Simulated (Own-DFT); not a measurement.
# One host, several defects: zincblende GaAs

Everything here is calculated. The program is Own-DFT (plane waves, in-house, since retired, never reviewed by a person); positions were held fixed, and spin and spin-orbit coupling were off.

Settings: PBE; PseudoDojo norm-conserving scalar-relativistic files; cutoff 42 hartree; 3 x 3 x 3 k mesh centred on Gamma; Fermi-Dirac smearing of 0.1 eV.

Limits (not all hold for every row): not probed for a lower state with spin; forces not confirmed at this smearing and k mesh; stress not checked against mesh or cutoff.

All runs share one cell, with vectors in Å (11.737, 0.000, 0.000); (0.000, 11.737, 0.000); (0.000, 0.000, 10.919) and a volume of 1504.3 Å³, strained against the parent crystal. u is the rms random offset of the atoms per axis. The defect's site can differ from row to row.

| cell | formula | u (Å) | P (GPa) |
|---|---|---|---|
| no defect | As32Ga32 | 0.0294 | 0.75 |
| no defect | As32Ga32 | 0.0331 | 0.79 |
| no defect | As32Ga32 | 0.0485 | 0.99 |
| one P on an As site | As31Ga32P | 0.0303 | 0.52 |
| one P on an As site | As31Ga32P | 0.0324 | 0.57 |
| one P on an As site | As31Ga32P | 0.0474 | 0.73 |
| one As vacancy and one Ga vacancy | As31Ga31 | 0.0339 | 0.55 |
| one As vacancy and one Ga vacancy | As31Ga31 | 0.0459 | 0.62 |
| one As vacancy and one Ga vacancy | As31Ga31 | 0.0483 | 0.61 |
| one Al on a Ga site | AlAs32Ga31 | 0.0278 | 0.72 |
| one Al on a Ga site | AlAs32Ga31 | 0.0298 | 0.73 |
| one Al on a Ga site | AlAs32Ga31 | 0.0495 | 1.00 |
| one In on a Ga site | As32Ga31In | 0.0296 | 1.39 |
| one In on a Ga site | As32Ga31In | 0.0303 | 1.36 |
| one In on a Ga site | As32Ga31In | 0.0445 | 1.54 |
| one In on a Ga site | As32Ga31In | 0.0484 | ? |

## Working it out

P = P0 + c u² + a shift for each defect gives P0 = 0.64 GPa, c = 142 ± 13 GPa/Å² and a scatter of 0.03 GPa. The shifts, and each times the cell's volume:

- one In on a Ga site: 0.61 ± 0.03 GPa, 5.7 eV
- one Al on a Ga site: -0.02 ± 0.03 GPa, -0.2 eV (not resolved)
- one P on an As site: -0.23 ± 0.03 GPa, -2.2 eV
- one As vacancy and one Ga vacancy: -0.31 ± 0.03 GPa, -2.9 eV

A positive shift means that the defect pushes the cell outwards. Shift times volume (160.2 GPa Å³ is 1 eV) depends little on the cell's size, so, taken for each site, it can be compared between cells at like pressure. The atoms around the defects weren't relaxed, which would change these numbers.

## The run left out

Asked: what pressure belongs in the blank (one In on a Ga site, u = 0.0484 Å)?

From the fit: 1.58 ± 0.04 GPa. Computed: 1.66 GPa.
